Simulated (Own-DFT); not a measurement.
# Response to strain: wurtzite GaN, 96 atoms (Ga48N48)

These are calculations, not measurements. They come from Own-DFT, an in-house plane-wave density functional program, since retired, whose code no person has reviewed. Each row is one single-point run on a periodic cell that was not relaxed, without spin or spin-orbit coupling.

Settings of every run: PBE; PseudoDojo norm-conserving scalar-relativistic files (stringent for Ga); cutoff 96 hartree; 3 x 4 x 3 k mesh centred on Gamma; Gaussian smearing of 0.01 eV.

Known limits: forces on such cells passed a denser k mesh, each cell not checked; stress not checked against mesh or cutoff.

Unstrained cell vectors in Å: (12.756, 0.000, 0.000); (-4.784, 8.285, 0.000); (0.000, 0.000, 10.370). The unstrained cell has measured lattice constants (interpolated for alloys), not those of this functional. That, the random moves and any unrelaxed bonds set the pressure at no strain. Each run strains this cell uniformly, with the atoms carried along. Every atom was also moved at random, by a Gaussian of width 0.05 Å on each axis. Strain is the symmetric tensor, in per cent. Stress is positive in tension, and the pressure is minus a third of its trace.

```
run  e_xx (%)  e_yy (%)  e_zz (%)  s_xx (GPa)  s_yy (GPa)  s_zz (GPa)  P (GPa)  E (meV/atom)
  1      0.00      0.00      1.00       -4.92       -7.35       -2.30     4.86           0.0
  2      0.00      0.00      0.50       -6.97       -6.92       -4.53     6.14          12.1
  3      0.00      0.00      2.50       -5.37       -5.01        3.05     2.45           8.6
  4      0.00      0.00      1.25       -5.79       -5.74       -2.12     4.55           6.5
  5      0.00      0.00     -2.00       -7.23       -8.32      -17.87    11.14          22.6
  6      0.00      0.00     -0.75       -7.58       -6.94      -12.08     8.86          29.8
  7      0.00      0.00     -1.50       -8.61       -8.02      -13.57    10.06          17.6
  8      0.00      0.00      2.25       -4.40       -5.76        1.40     2.92           7.4
  9      0.00      0.00      0.25           ?           ?           ?        ?             ?
```

E is the free energy for each atom above the lowest run shown.

## Worked fit

The change of volume is close to e_xx + e_yy + e_zz. A straight line through the runs shown gives P = 7.17 - 196 x (fractional change of volume) GPa, with an error of 5 on the slope and a scatter of 0.21 GPa. The strain isn't the same on all axes and the cell isn't cubic, so the slope belongs to this path and is not the bulk modulus.

## Withheld run

Question: what pressure should run 9 give? Its volume changes by 0.25 %.

The line gives 6.7 GPa. The calculation gave 6.63 GPa.
